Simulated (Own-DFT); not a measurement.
Al3GaN4 (wurtzite random alloy, strained, atoms displaced) (calculated)

All values are calculated (Own-DFT development build). A calculation, not a measurement: plane-wave density functional theory by an unreviewed code, no spin, of a simulated periodic cell, stress positive in tension, run twice, with PBE and with PBEsol, both on files made for PBE, so the change isn't that of files made for PBEsol, forces on such cells passed a denser k mesh, this cell's mesh not checked; the far tail of each file's local potential was reset to the Coulomb form; each entry is a single point on an unrelaxed cell, so the pressure reflects the starting lattice, mostly measured values (interpolated for alloys), from which strain is counted, and rises with the displacements; printed positions are rounded, which can move forces by about a meV/angstrom; the program, named Own-DFT, is a retired in-house code; no spin-orbit coupling; stress was not checked against mesh or cutoff.

Entry: Al3GaN4 (wurtzite random alloy, strained, atoms displaced)

```xyz
72
Lattice="9.6286 0.0000 0.0000 -4.8143 8.3386 0.0000 0.0000 0.0000 10.0655" Properties=species:S:1:pos:R:3 Al3GaN4
Al    -0.0311     1.8708     0.0370
Al     1.6071     0.8307     2.5576
N     -0.0657     1.9232     1.8706
N      1.6902     0.8531     4.5441
Ga     0.0155     1.8828     4.9689
Al     1.5911     0.9393     7.4425
N      0.0053     1.8816     6.8922
N      1.6677     0.9597     9.4152
Al    -1.6078     4.6258     0.0966
Ga     0.0780     3.6873     2.4843
N     -1.6074     4.6552     1.8430
N      0.0113     3.7329     4.4313
Al    -1.5633     4.5833     5.0204
Al    -0.0646     3.7008     7.4919
N     -1.6207     4.5803     6.9020
N     -0.0117     3.7142     9.4960
Ga    -3.2436     7.4355    10.0294
Al    -1.6504     6.5929     2.5344
N     -3.1640     7.3545     1.8799
N     -1.5524     6.4873     4.4561
Al    -3.2532     7.4010     5.0803
Al    -1.6492     6.4956     7.5790
N     -3.2302     7.4697     7.0054
N     -1.5417     6.3367     9.4862
Al     3.2386     1.8120     0.0049
Al     4.8557     0.8975     2.6194
N      3.2637     1.7640     1.8569
N      4.7698     0.9489     4.4228
Al     3.1849     1.8592     4.9058
Al     4.8504     0.9306     7.5841
N      3.2477     1.9281     6.9677
N      4.8040     0.9441     9.4743
Al     1.5527     4.5615     0.0293
Al     3.2313     3.6957     2.5319
N      1.5694     4.6266     1.9142
N      3.2643     3.7427     4.4892
Al     1.6234     4.6715     5.0723
Ga     3.1889     3.6221     7.5148
N      1.6572     4.6224     6.8875
N      3.1447     3.7096     9.4018
Al     0.0502     7.4383     9.9922
Ga     1.5121     6.4403     2.4877
N     -0.0373     7.4330     1.9191
N      1.6092     6.4974     4.3824
Al    -0.0505     7.3653     5.0470
Al     1.6791     6.3670     7.6040
N     -0.0040     7.3290     6.9140
N      1.5930     6.5390     9.5930
Al     6.3928     1.8493    10.0168
Al     8.0017     0.9510     2.4447
N      6.3915     1.8645     1.9037
N      7.9668     0.9670     4.4026
Ga     6.4647     1.8895     5.0683
Al     8.0001     0.9649     7.6260
N      6.5044     1.8806     6.9751
N      7.9713     0.9944     9.4852
Ga     4.7965     4.5750    10.0475
Al     6.4585     3.6143     2.5798
N      4.8316     4.6386     1.8789
N      6.4082     3.7360     4.4106
Ga     4.8292     4.5926     5.0347
Ga     6.4091     3.8000     7.5845
N      4.7718     4.5902     6.8864
N      6.4640     3.7919     9.5221
Al     3.2891     7.4375     0.0036
Al     4.8047     6.5336     2.5529
N      3.2477     7.3420     1.8424
N      4.7087     6.4789     4.3969
Al     3.2236     7.3506     5.0444
Al     4.7890     6.4925     7.4801
N      3.2399     7.5003     6.8674
N      4.8103     6.3906     9.5070
```

- functional: PBE, then PBEsol
- potential files: PseudoDojo norm-conserving, scalar-relativistic, standard set
- wave cutoff: 42 hartree
- occupations: Fermi-Dirac
- smearing width: 0.1 eV
- k mesh: 4 x 4 x 3 centred on Gamma
- PBE pressure: -2.92 GPa
- PBE stress xx: 6.45 GPa
- PBE stress yy: 6.62 GPa
- PBE stress zz: -4.3 GPa
- PBE stress yz: -0.47 GPa
- PBE stress xz: -0.05 GPa
- PBE stress xy: 0.31 GPa
- PBEsol pressure: -5.87 GPa
- PBEsol stress xx: 9.33 GPa
- PBEsol stress yy: 9.55 GPa
- PBEsol stress zz: -1.28 GPa
- PBEsol stress yz: -0.48 GPa
- PBEsol stress xz: -0.06 GPa
- PBEsol stress xy: 0.32 GPa
- rms change of force components from PBE to PBEsol: 0.068 eV/Å

Force:
```tsv
force element	PBE force x (eV/Å)	PBE force y (eV/Å)	PBE force z (eV/Å)	PBEsol force x (eV/Å)	PBEsol force y (eV/Å)	PBEsol force z (eV/Å)
Al	0.776	0.329	-1.658	0.78	0.317	-1.676
Al	0.356	0.903	-0.943	0.334	0.924	-0.947
N	1.059	-2.74	1.072	1.072	-2.535	1.156
N	-1.161	0.231	-1.985	-1.276	0.29	-1.926
Ga	-0.677	-0.617	0.266	-0.681	-0.586	0.3
Al	0.539	1.202	1.033	0.54	1.207	1.007
N	-0.219	-0.283	1.552	-0.23	-0.288	1.372
N	-1.362	0.131	0.076	-1.369	-0.012	0.118
Al	0.399	-0.257	-2.142	0.407	-0.274	-2.174
Ga	-2.019	1.056	0.341	-1.974	1.034	0.335
N	-0.38	0.025	3.799	-0.275	-0.025	3.868
N	0.72	0.456	0.429	0.735	0.286	0.321
Al	-0.748	0.869	-0.504	-0.768	0.855	-0.518
Al	0.978	0.006	0.902	0.989	0.006	0.896
N	0.662	1.502	-0.017	0.499	1.432	0.057
N	-0.272	-0.559	-0.872	-0.288	-0.556	-0.863
Ga	0.954	-0.787	-0.675	0.932	-0.79	-0.633
Al	1.579	-2.205	-0.369	1.594	-2.221	-0.371
N	-1.74	1.392	1.707	-1.754	1.386	1.51
N	-1.925	-0.489	-0.166	-1.93	-0.491	-0.154
Al	0.551	-0.96	-0.226	0.536	-0.988	-0.227
Al	0.878	-0.653	-0.13	0.848	-0.656	-0.145
N	-0.062	-1.404	-0.739	-0.062	-1.396	-0.717
N	-0.052	2.474	-0.897	-0.139	2.52	-0.837
Al	-0.569	0.771	-0.76	-0.552	0.778	-0.781
Al	-0.105	0.054	-2.318	-0.082	0.06	-2.336
N	-0.997	0.779	2.071	-0.985	0.762	2.085
N	0.18	-0.665	1.288	0.293	-0.613	1.363
Al	1.416	0.664	2.05	1.416	0.697	2.057
Al	-0.299	-0.054	-1.379	-0.295	-0.046	-1.397
N	-0.117	-4.142	-1.757	-0.123	-3.898	-1.679
N	0.524	-0.246	-0.425	0.519	-0.245	-0.404
Al	0.631	1.009	-0.612	0.629	1.032	-0.619
Al	0.415	0.294	-0.616	0.407	0.29	-0.617
N	2.106	-0.908	-0.428	1.933	-0.827	-0.297
N	-2.41	-1.324	-1.678	-2.228	-1.211	-1.586
Al	0.113	-0.025	-1.66	0.127	-0.036	-1.697
Ga	0.139	2.036	0.345	0.149	1.979	0.333
N	-1.587	0.335	1.284	-1.45	0.225	1.353
N	-0.103	-0.733	1.925	0.028	-0.673	1.782
Al	-1.446	-0.488	1.219	-1.464	-0.472	1.216
Ga	0.944	0.901	-0.495	0.915	0.87	-0.468
N	-0.403	0.582	-0.373	-0.266	0.493	-0.329
N	-0.242	-0.196	1.918	-0.256	-0.194	1.732
Al	1.364	0.912	-0.306	1.384	0.929	-0.333
Al	-0.771	1.625	-0.16	-0.753	1.632	-0.155
N	0.277	0.731	1.481	0.289	0.713	1.497
N	1.394	-1.155	-1.884	1.408	-1.166	-1.838
Al	-0.231	1.143	0.912	-0.247	1.151	0.899
Al	-0.377	-0.714	0.488	-0.383	-0.714	0.477
N	0.228	-0.774	-0.059	0.218	-0.773	-0.066
N	1.457	-1.492	-1.001	1.419	-1.335	-0.877
Ga	-1.008	-0.268	-0.213	-0.97	-0.246	-0.192
Al	0.908	-0.109	-1.664	0.928	-0.111	-1.681
N	-1.365	-0.537	1.197	-1.372	-0.383	1.064
N	1.143	-1.025	0.325	1.137	-1.019	0.355
Ga	-0.335	-0.059	0.393	-0.303	-0.027	0.398
Al	-0.336	1.804	-2.096	-0.332	1.795	-2.107
N	-0.252	-0.417	2.34	-0.234	-0.412	2.154
N	1.464	-0.024	0.361	1.302	-0.087	0.501
Ga	0.319	0.669	-0.829	0.293	0.62	-0.786
Ga	-0.107	-0.958	0.017	-0.1	-0.945	0.007
N	0.583	1.799	1.827	0.579	1.635	1.736
N	-0.119	-2.009	-0.375	-0.272	-1.92	-0.474
Al	-0.985	-0.747	-0.404	-0.982	-0.733	-0.435
Al	0.001	-1.499	-1.679	0.015	-1.508	-1.7
N	0.092	1.731	1.242	-0.032	1.659	1.295
N	2.064	0.746	0.871	2.071	0.586	0.93
Al	-1.462	1.544	-1.292	-1.469	1.55	-1.306
Al	-0.022	-0.294	0.97	-0.011	-0.306	0.963
N	-0.303	-1.111	2.209	-0.314	-1.092	2.216
N	-0.647	2.219	-2.121	-0.508	2.096	-2.006
```
